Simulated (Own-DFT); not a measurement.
## Calculated data, GaP (zincblende, atoms displaced)

A calculation, not a measurement: plane-wave PBE density functional theory by an unreviewed code, no spin, of a simulated periodic cell, stress positive in tension, free energy of the whole cell less one offset for each atom, forces on such cells passed a denser k mesh, this cell's mesh not checked; offsets are fitted by least squares, one for each functional and potential file, so energies compare only between cells with the same atoms and settings and are not formation energies; the far tail of each file's local potential was reset to the Coulomb form; each entry is a single point on an unrelaxed cell, so the pressure reflects the starting lattice, mostly measured values (interpolated for alloys), from which strain is counted, and rises with the displacements; printed positions are rounded, which can move forces by about a meV/angstrom; the program, named Own-DFT, is a retired in-house code; no spin-orbit coupling; before rounding, a Quantum ESPRESSO 7.3.1 run of the same cell and cutoff gave forces within 1 meV/angstrom rms on each cell, which checks the program and not the settings. Program: Own-DFT development build.

Common to all runs: functional PBE; potential files PseudoDojo norm-conserving, scalar-relativistic, standard set; wave cutoff 42 hartree; occupations Fermi-Dirac; smearing width 0.1 eV; k mesh 2 x 3 x 3 centred on Gamma.

(1) 
```cif
# cell vector a (Å): 16.3515 0.0000 0.0000
# cell vector b (Å): 0.0000 10.9010 0.0000
# cell vector c (Å): 0.0000 0.0000 10.9010
data_GaP
_symmetry_space_group_name_H-M 'P 1'
_symmetry_Int_Tables_number 1
_cell_length_a 16.3515
_cell_length_b 10.9010
_cell_length_c 10.9010
_cell_angle_alpha 90.000
_cell_angle_beta 90.000
_cell_angle_gamma 90.000
_cell_volume 1943.08
loop_
_atom_site_label
_atom_site_type_symbol
_atom_site_fract_x
_atom_site_fract_y
_atom_site_fract_z
_atom_site_occupancy
Ga1 Ga 0.00256 0.00085 0.99661 1
Ga2 Ga 0.00147 0.24943 0.25077 1
Ga3 Ga 0.16760 0.00146 0.24839 1
Ga4 Ga 0.16751 0.24911 0.99976 1
P1 P 0.08333 0.12739 0.12549 1
P2 P 0.08470 0.37298 0.37274 1
P3 P 0.25127 0.12548 0.37427 1
P4 P 0.25162 0.37332 0.12387 1
Ga5 Ga 0.00006 0.99790 0.50372 1
Ga6 Ga 0.99829 0.24672 0.75069 1
Ga7 Ga 0.16481 0.99905 0.74949 1
Ga8 Ga 0.16849 0.24656 0.50203 1
P5 P 0.08218 0.12515 0.62474 1
P6 P 0.08484 0.37717 0.87323 1
P7 P 0.24811 0.12589 0.87567 1
P8 P 0.25118 0.37612 0.62447 1
Ga9 Ga 0.00106 0.49998 0.00187 1
Ga10 Ga 0.00099 0.75011 0.25121 1
Ga11 Ga 0.16687 0.50239 0.25287 1
Ga12 Ga 0.16575 0.75134 0.99979 1
P9 P 0.08587 0.62364 0.12814 1
P10 P 0.08485 0.87504 0.37346 1
P11 P 0.25067 0.62256 0.37386 1
P12 P 0.25073 0.87580 0.12269 1
Ga13 Ga 0.99829 0.50538 0.50198 1
Ga14 Ga 0.99994 0.75063 0.74965 1
Ga15 Ga 0.16576 0.49828 0.75091 1
Ga16 Ga 0.16644 0.74756 0.49933 1
P13 P 0.08483 0.62478 0.62311 1
P14 P 0.08180 0.87512 0.87523 1
P15 P 0.24982 0.62523 0.87613 1
P16 P 0.25083 0.87568 0.62249 1
Ga17 Ga 0.33317 0.99928 0.00007 1
Ga18 Ga 0.33183 0.25030 0.25099 1
Ga19 Ga 0.49828 0.99867 0.24908 1
Ga20 Ga 0.50141 0.24934 0.99851 1
P17 P 0.41713 0.12264 0.12247 1
P18 P 0.41880 0.37595 0.37487 1
P19 P 0.58438 0.12677 0.37706 1
P20 P 0.58364 0.37486 0.12310 1
Ga21 Ga 0.33405 0.00031 0.50373 1
Ga22 Ga 0.33291 0.24842 0.75197 1
Ga23 Ga 0.50104 0.99931 0.75018 1
Ga24 Ga 0.50121 0.24848 0.50190 1
P21 P 0.41575 0.12569 0.62544 1
P22 P 0.41575 0.37498 0.87526 1
P23 P 0.58406 0.12414 0.87456 1
P24 P 0.58267 0.37589 0.62364 1
Ga25 Ga 0.33487 0.50123 0.99972 1
Ga26 Ga 0.33290 0.75028 0.24956 1
Ga27 Ga 0.50093 0.49754 0.24905 1
Ga28 Ga 0.49885 0.74914 0.00004 1
P25 P 0.41818 0.62756 0.12436 1
P26 P 0.41548 0.87065 0.37395 1
P27 P 0.58244 0.62255 0.37231 1
P28 P 0.58339 0.87501 0.12456 1
Ga29 Ga 0.33229 0.49950 0.50361 1
Ga30 Ga 0.33594 0.74800 0.74956 1
Ga31 Ga 0.50004 0.50072 0.74795 1
Ga32 Ga 0.49999 0.74920 0.50329 1
P29 P 0.41826 0.62411 0.62662 1
P30 P 0.41638 0.87165 0.87546 1
P31 P 0.58262 0.62575 0.87911 1
P32 P 0.58391 0.87626 0.62679 1
Ga33 Ga 0.66730 0.00204 0.99707 1
Ga34 Ga 0.66518 0.24845 0.25021 1
Ga35 Ga 0.83254 0.00137 0.24952 1
Ga36 Ga 0.83345 0.24719 0.99971 1
P33 P 0.74862 0.12232 0.12385 1
P34 P 0.75047 0.37868 0.37642 1
P35 P 0.91782 0.11998 0.37946 1
P36 P 0.91549 0.37620 0.12370 1
Ga37 Ga 0.66560 0.99810 0.49883 1
Ga38 Ga 0.66875 0.24736 0.75275 1
Ga39 Ga 0.83343 0.00239 0.75005 1
Ga40 Ga 0.83359 0.24956 0.49650 1
P37 P 0.75085 0.12251 0.62417 1
P38 P 0.75071 0.37157 0.87670 1
P39 P 0.91754 0.12682 0.87565 1
P40 P 0.91576 0.37494 0.62394 1
Ga41 Ga 0.66632 0.49980 0.00292 1
Ga42 Ga 0.66679 0.75194 0.25045 1
Ga43 Ga 0.83411 0.49856 0.25031 1
Ga44 Ga 0.83194 0.74893 0.99964 1
P41 P 0.74839 0.62301 0.12248 1
P42 P 0.75010 0.87919 0.37572 1
P43 P 0.91741 0.62435 0.37379 1
P44 P 0.91598 0.87238 0.12781 1
Ga45 Ga 0.66698 0.50026 0.49730 1
Ga46 Ga 0.66787 0.74862 0.74835 1
Ga47 Ga 0.83410 0.49889 0.75146 1
Ga48 Ga 0.83454 0.74675 0.49875 1
P45 P 0.75207 0.62371 0.62588 1
P46 P 0.74854 0.87473 0.87761 1
P47 P 0.91683 0.62468 0.87473 1
P48 P 0.91653 0.87415 0.62366 1
_calc_free_energy_of_cell_above_offsets '-53.567'  # eV
_calc_pressure 2.72  # GPa
_calc_stress_xx -2.72  # GPa
_calc_stress_yy -2.71  # GPa
_calc_stress_zz -2.72  # GPa
_calc_stress_yz 0.05  # GPa
_calc_stress_xz 0.08  # GPa
_calc_stress_xy -0.12  # GPa
```

Force:
```
element  x (eV/Å)  y (eV/Å)  z (eV/Å)
     Ga    -0.535     -0.04     0.685
     Ga    -0.537     0.043     0.071
     Ga     0.019    -0.046     0.029
     Ga    -0.168     0.371     0.085
      P     0.075    -0.302    -0.227
      P    -0.181     0.318     0.696
      P     -0.06    -0.326     0.256
      P    -0.274     0.446     0.117
     Ga      0.29    -0.189      -0.3
     Ga     0.317     0.694    -0.187
     Ga     0.272     0.007     -0.06
     Ga    -0.171     0.363    -0.256
      P     0.155    -0.064     0.133
      P    -0.502    -0.571     0.301
      P     0.222    -0.447    -0.195
      P    -0.303    -0.382     0.365
     Ga     0.044     0.097    -0.132
     Ga      0.06    -0.032    -0.113
     Ga      0.26    -0.706    -0.306
     Ga     0.117    -0.133      0.05
      P    -0.409     0.298    -0.322
      P    -0.104     0.124     0.245
      P     0.156     0.314     0.301
      P    -0.215    -0.099     0.244
     Ga     0.369    -0.781    -0.248
     Ga    -0.044    -0.187     -0.14
     Ga      0.41     0.331     -0.23
     Ga     0.295     0.273    -0.216
      P    -0.209     0.093     0.443
      P     0.315    -0.204    -0.191
      P    -0.013     0.027    -0.236
      P     -0.22    -0.341     0.471
     Ga     0.053     0.071    -0.323
     Ga     0.597      0.05     -0.17
     Ga     0.276     0.005     0.198
     Ga    -0.259     0.032     0.023
      P    -0.121     0.407     0.263
      P    -0.418    -0.237     0.195
      P    -0.406    -0.456    -0.236
      P     -0.07    -0.256      0.22
     Ga     0.045    -0.088    -0.634
     Ga    -0.071     0.205    -0.057
     Ga    -0.366     0.019     0.128
     Ga    -0.232      0.22    -0.134
      P     0.337    -0.092      0.21
      P     0.336    -0.041    -0.155
      P    -0.141     0.094     -0.09
      P       0.5    -0.187     0.333
     Ga    -0.142    -0.012      0.18
     Ga    -0.101    -0.205    -0.172
     Ga    -0.198     0.173    -0.187
     Ga     0.299     0.295     0.116
      P    -0.265    -0.433     0.279
      P     0.206     0.488     0.444
      P       0.2     0.445     0.317
      P    -0.001     0.156    -0.127
     Ga       0.5     0.096    -0.491
     Ga     -0.53      0.12     -0.01
     Ga     0.201    -0.204     0.513
     Ga     0.171     0.012    -0.398
      P    -0.321         0    -0.258
      P     0.105     0.503    -0.118
      P     0.215     -0.21    -0.603
      P    -0.027    -0.297    -0.216
     Ga    -0.348     -0.39     0.344
     Ga     0.368     0.343    -0.029
     Ga     0.248    -0.085     0.048
     Ga    -0.062     0.162     0.275
      P     0.221     0.408     0.179
      P    -0.063    -0.656    -0.428
      P    -0.058     0.502    -0.647
      P     0.292    -0.439     0.176
     Ga      0.11     0.233     0.223
     Ga    -0.221     0.234    -0.516
     Ga      0.02    -0.419     0.157
     Ga    -0.048    -0.028     0.265
      P     -0.19     0.301    -0.145
      P    -0.117     0.444     0.002
      P    -0.162    -0.453     0.064
      P     0.171    -0.079     0.075
     Ga     0.023    -0.196    -0.522
     Ga     0.027    -0.122    -0.027
     Ga    -0.209     0.271    -0.209
     Ga      0.18      0.01     0.102
      P      0.38      0.25     0.612
      P     0.095    -0.699    -0.024
      P    -0.108     0.122    -0.127
      P      0.17     0.336    -0.481
     Ga    -0.171     0.191     0.374
     Ga    -0.144    -0.036     0.312
     Ga    -0.059    -0.191     0.046
     Ga    -0.232     0.364    -0.063
      P    -0.298    -0.039     -0.16
      P     0.386      0.07     -0.52
      P     0.119      0.05     0.142
      P    -0.127    -0.079     0.332
```

(2) 
```cif
# cell vector a (Å): 16.3515 0.0000 0.0000
# cell vector b (Å): 0.0000 10.9010 0.0000
# cell vector c (Å): 0.0000 0.0000 10.9010
data_GaP
_symmetry_space_group_name_H-M 'P 1'
_symmetry_Int_Tables_number 1
_cell_length_a 16.3515
_cell_length_b 10.9010
_cell_length_c 10.9010
_cell_angle_alpha 90.000
_cell_angle_beta 90.000
_cell_angle_gamma 90.000
_cell_volume 1943.08
loop_
_atom_site_label
_atom_site_type_symbol
_atom_site_fract_x
_atom_site_fract_y
_atom_site_fract_z
_atom_site_occupancy
Ga1 Ga 0.00037 0.00360 0.99852 1
Ga2 Ga 0.00202 0.24923 0.24609 1
Ga3 Ga 0.16802 0.00247 0.25211 1
Ga4 Ga 0.16671 0.24863 0.00052 1
P1 P 0.08201 0.12812 0.12817 1
P2 P 0.08418 0.37353 0.37826 1
P3 P 0.25072 0.12380 0.37558 1
P4 P 0.24981 0.37535 0.12569 1
Ga5 Ga 0.99919 0.00132 0.49561 1
Ga6 Ga 0.99919 0.24593 0.74671 1
Ga7 Ga 0.16609 0.99915 0.75349 1
Ga8 Ga 0.16720 0.24709 0.50264 1
P5 P 0.08541 0.12614 0.62280 1
P6 P 0.08592 0.37466 0.87689 1
P7 P 0.25112 0.12676 0.87674 1
P8 P 0.24833 0.37689 0.62538 1
Ga9 Ga 0.00062 0.50165 0.00071 1
Ga10 Ga 0.00176 0.74833 0.25221 1
Ga11 Ga 0.16625 0.49962 0.24898 1
Ga12 Ga 0.16658 0.75011 0.00330 1
P9 P 0.08103 0.62567 0.12374 1
P10 P 0.08435 0.87464 0.37629 1
P11 P 0.24852 0.62587 0.37408 1
P12 P 0.24864 0.87567 0.12848 1
Ga13 Ga 0.99987 0.50037 0.50014 1
Ga14 Ga 0.99897 0.74933 0.75058 1
Ga15 Ga 0.16495 0.49982 0.75075 1
Ga16 Ga 0.16858 0.74742 0.49808 1
P13 P 0.08162 0.62504 0.62602 1
P14 P 0.08223 0.87331 0.87416 1
P15 P 0.25111 0.62347 0.87664 1
P16 P 0.24949 0.87734 0.62447 1
Ga17 Ga 0.33295 0.00112 0.00009 1
Ga18 Ga 0.33293 0.25067 0.24722 1
Ga19 Ga 0.49729 0.00159 0.25109 1
Ga20 Ga 0.49878 0.24845 0.00217 1
P17 P 0.41624 0.12371 0.12418 1
P18 P 0.41604 0.37689 0.37517 1
P19 P 0.58566 0.12789 0.37406 1
P20 P 0.58292 0.37598 0.12387 1
Ga21 Ga 0.33169 0.00277 0.50224 1
Ga22 Ga 0.33261 0.24910 0.75241 1
Ga23 Ga 0.50079 0.00188 0.74965 1
Ga24 Ga 0.50087 0.25217 0.50083 1
P21 P 0.41753 0.12695 0.62135 1
P22 P 0.41580 0.37839 0.87443 1
P23 P 0.58207 0.12565 0.87704 1
P24 P 0.57969 0.37468 0.62581 1
Ga25 Ga 0.33485 0.49967 0.99772 1
Ga26 Ga 0.33377 0.75019 0.24664 1
Ga27 Ga 0.50082 0.49746 0.25236 1
Ga28 Ga 0.50101 0.75033 0.99653 1
P25 P 0.41642 0.62387 0.12169 1
P26 P 0.41506 0.87486 0.37055 1
P27 P 0.58360 0.62701 0.37426 1
P28 P 0.58167 0.87482 0.12572 1
Ga29 Ga 0.33269 0.50010 0.49831 1
Ga30 Ga 0.33316 0.74971 0.74685 1
Ga31 Ga 0.49978 0.49929 0.74890 1
Ga32 Ga 0.49992 0.74918 0.49951 1
P29 P 0.42026 0.62874 0.62409 1
P30 P 0.41475 0.87627 0.87167 1
P31 P 0.58352 0.62471 0.87608 1
P32 P 0.58216 0.87588 0.62303 1
Ga33 Ga 0.66560 0.00124 0.00145 1
Ga34 Ga 0.66669 0.25227 0.25385 1
Ga35 Ga 0.83276 0.99739 0.24871 1
Ga36 Ga 0.83459 0.25122 0.99897 1
P33 P 0.75150 0.12449 0.12405 1
P34 P 0.74953 0.37425 0.37587 1
P35 P 0.91574 0.12340 0.37477 1
P36 P 0.91643 0.37568 0.12527 1
Ga37 Ga 0.66643 0.99904 0.50234 1
Ga38 Ga 0.66555 0.24933 0.74920 1
Ga39 Ga 0.83331 0.00038 0.75091 1
Ga40 Ga 0.83346 0.25291 0.49970 1
P37 P 0.74982 0.12473 0.62435 1
P38 P 0.75048 0.37795 0.87708 1
P39 P 0.91560 0.12492 0.87825 1
P40 P 0.91781 0.37232 0.62567 1
Ga41 Ga 0.66543 0.49939 0.99818 1
Ga42 Ga 0.66635 0.74858 0.25017 1
Ga43 Ga 0.83262 0.50102 0.25575 1
Ga44 Ga 0.83378 0.74999 0.99832 1
P41 P 0.74725 0.62914 0.12702 1
P42 P 0.74640 0.87655 0.37502 1
P43 P 0.91552 0.62635 0.37621 1
P44 P 0.91580 0.87774 0.12382 1
Ga45 Ga 0.66610 0.50226 0.49677 1
Ga46 Ga 0.66620 0.74903 0.74732 1
Ga47 Ga 0.83435 0.50305 0.75107 1
Ga48 Ga 0.83402 0.74965 0.49912 1
P45 P 0.75018 0.62491 0.62735 1
P46 P 0.75071 0.87297 0.87391 1
P47 P 0.91749 0.62672 0.87573 1
P48 P 0.91544 0.87242 0.62438 1
_calc_free_energy_of_cell_above_offsets '-53.491'  # eV
_calc_pressure 2.73  # GPa
_calc_stress_xx -2.73  # GPa
_calc_stress_yy -2.74  # GPa
_calc_stress_zz -2.72  # GPa
_calc_stress_yz -0.16  # GPa
_calc_stress_xz 0.18  # GPa
_calc_stress_xy 0.08  # GPa
```

Force:
```
element  x (eV/Å)  y (eV/Å)  z (eV/Å)
     Ga     0.069    -0.337     0.293
     Ga    -0.639     0.477      0.83
     Ga    -0.407    -0.153    -0.042
     Ga     0.063     0.155      0.22
      P     0.663    -0.689    -0.594
      P    -0.103     0.048    -0.366
      P     0.017     0.481    -0.049
      P     0.052     0.074    -0.297
     Ga     0.112    -0.264     0.534
     Ga     0.344      0.19     0.548
     Ga     0.069     0.147    -0.206
     Ga     0.278     0.418    -0.356
      P    -0.466    -0.649     0.357
      P    -0.743    -0.191    -0.221
      P     -0.34    -0.328    -0.041
      P     0.346    -0.189     0.061
     Ga    -0.153    -0.388    -0.215
     Ga    -0.419     0.455    -0.212
     Ga    -0.221    -0.013     0.114
     Ga     0.064         0    -0.305
      P     0.464    -0.104     0.302
      P     0.012     0.026    -0.129
      P      0.47    -0.177    -0.285
      P     0.142     0.171    -0.453
     Ga    -0.045    -0.131     0.006
     Ga     0.007      0.14    -0.214
     Ga     0.196     0.203     0.032
     Ga    -0.395     0.312     0.455
      P     0.307     0.096    -0.107
      P     0.114     0.166     0.319
      P    -0.301      0.32    -0.284
      P    -0.106    -0.295      0.11
     Ga    -0.064     -0.37     0.035
     Ga     0.085    -0.033     0.301
     Ga     0.548    -0.012    -0.014
     Ga    -0.028     0.368    -0.228
      P    -0.148       0.2     0.122
      P     0.011    -0.387    -0.054
      P    -0.584    -0.392     0.309
      P     0.078    -0.255     0.222
     Ga     0.408    -0.374    -0.275
     Ga     0.198     0.337    -0.467
     Ga    -0.261    -0.051    -0.056
     Ga    -0.168    -0.158     -0.48
      P    -0.158    -0.055     0.479
      P     0.278     -0.63    -0.026
      P     0.171     0.032    -0.162
      P     0.871     0.245    -0.135
     Ga    -0.339    -0.023     0.362
     Ga    -0.085    -0.279     0.069
     Ga    -0.169     0.397    -0.324
     Ga    -0.369     0.187     0.165
      P     0.316     0.079     0.315
      P     0.021     0.049     0.763
      P    -0.187    -0.207     0.002
      P     0.053     0.115     0.039
     Ga      0.06     0.272     0.314
     Ga    -0.094     0.004     0.135
     Ga    -0.013     0.319     0.249
     Ga     0.021      0.49    -0.438
      P    -0.763    -0.578     0.014
      P     0.269    -0.031     0.214
      P    -0.033    -0.029    -0.487
      P     0.057    -0.112     0.234
     Ga     0.203    -0.298    -0.063
     Ga      0.18    -0.162    -0.838
     Ga     -0.15     0.155     0.205
     Ga     -0.31     0.104     0.262
      P    -0.292     0.336     0.179
      P     0.043      0.26     0.153
      P    -0.037     0.413    -0.342
      P     0.004     0.216     0.159
     Ga    -0.093     0.272    -0.181
     Ga     0.123     0.194      0.17
     Ga    -0.028    -0.129    -0.092
     Ga     0.033    -0.411     0.078
      P       0.1     0.161     0.122
      P     -0.04    -0.323    -0.414
      P     0.213     0.087    -0.632
      P    -0.271     0.504     0.013
     Ga     0.211     0.243     0.387
     Ga     -0.28     0.523    -0.003
     Ga    -0.117     0.055    -0.694
     Ga    -0.142      0.06     0.358
      P     0.617    -0.699    -0.349
      P     0.566    -0.298      0.03
      P     0.363    -0.164    -0.032
      P     0.461    -0.476     0.082
     Ga    -0.038    -0.203     0.556
     Ga    -0.077     0.194     0.253
     Ga     0.045    -0.361    -0.027
     Ga    -0.592     0.202      0.05
      P     0.002    -0.102    -0.533
      P    -0.419     0.282      0.04
      P    -0.026    -0.253     0.065
      P     0.315     0.531     0.032
```
